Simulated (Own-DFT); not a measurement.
# Slab less bulk: wurtzite GaN, m plane (10-10)

The numbers are computed, not measured, by runs of the plane-wave DFT program Own-DFT (in-house, retired, unreviewed) at fixed positions, with no spin and no spin-orbit coupling.

Caveats (not all hold for every row): some atoms lie very close together; forces not confirmed at this smearing and k mesh; k mesh not checked against a denser one.

Both sets of runs: PBE; PseudoDojo norm-conserving scalar-relativistic files (stringent for Ga); cutoff 96 hartree; Gaussian smearing of 0.01 eV. The slab has 64 atoms in 16 layers, two equal faces of 33.07 Å² as cut, 15 Å of vacuum, a dipole correction along the normal and a 6 x 6 x 1 mesh. The bulk cell has 72 atoms, the same measured lattice constants and a 4 x 4 x 3 mesh. In the slab only the 16 atoms nearest the faces were moved at random; u is their rms move along one axis. Energies are counted from -3520.29 eV for each atom.

| slab run | u (Å) | E (eV, cell) |
|---|---|---|
| 1 | 0.0446 | 8.846 |
| 2 | 0.0475 | 8.856 |
| 3 | 0.0483 | 8.983 |
| 4 | 0.0497 | 8.480 |
| 5 | 0.0513 | 9.481 |
| 6 | 0.0557 | 9.484 |
| 7 | 0.0583 | 9.039 |
| 8 | 0.0603 | 9.701 |
| 9 | 0.0988 | 12.100 |
| 10 | 0.0993 | 11.201 |
| 11 | 0.1053 | 10.200 |
| 12 | 0.1194 | 13.285 |

```
bulk run   u (Å)  E (meV/atom)
       1  0.0186         -0.91
       2  0.0205          2.09
       3  0.0205          2.24
       4  0.0486         57.75
       5  0.0493         60.84
       6  0.0506         63.70
       7  0.0527         71.78
       8  0.0942        229.90
       9  0.0959        264.95
      10  0.1074        338.08
```

Asked: what is the energy of the unrelaxed surface?

## Answer

Take each set to u = 0 with E = a + b u². Residuals are scaled by 1/(u² + 0.0006 Å²) to tame the large moves. Slab: a = 8.21 ± 0.21 eV. Bulk: a = -10.4 ± 0.6 meV/atom. The excess is 8.21 - 64 x (-0.0104) = 8.88 ± 0.21 eV. Over two faces that is 134 meV/Å², or 2.15 ± 0.05 J/m². Relaxing the faces would lower the energy, and the unlike meshes and the reach from the smallest u down to zero add errors that aren't counted here.
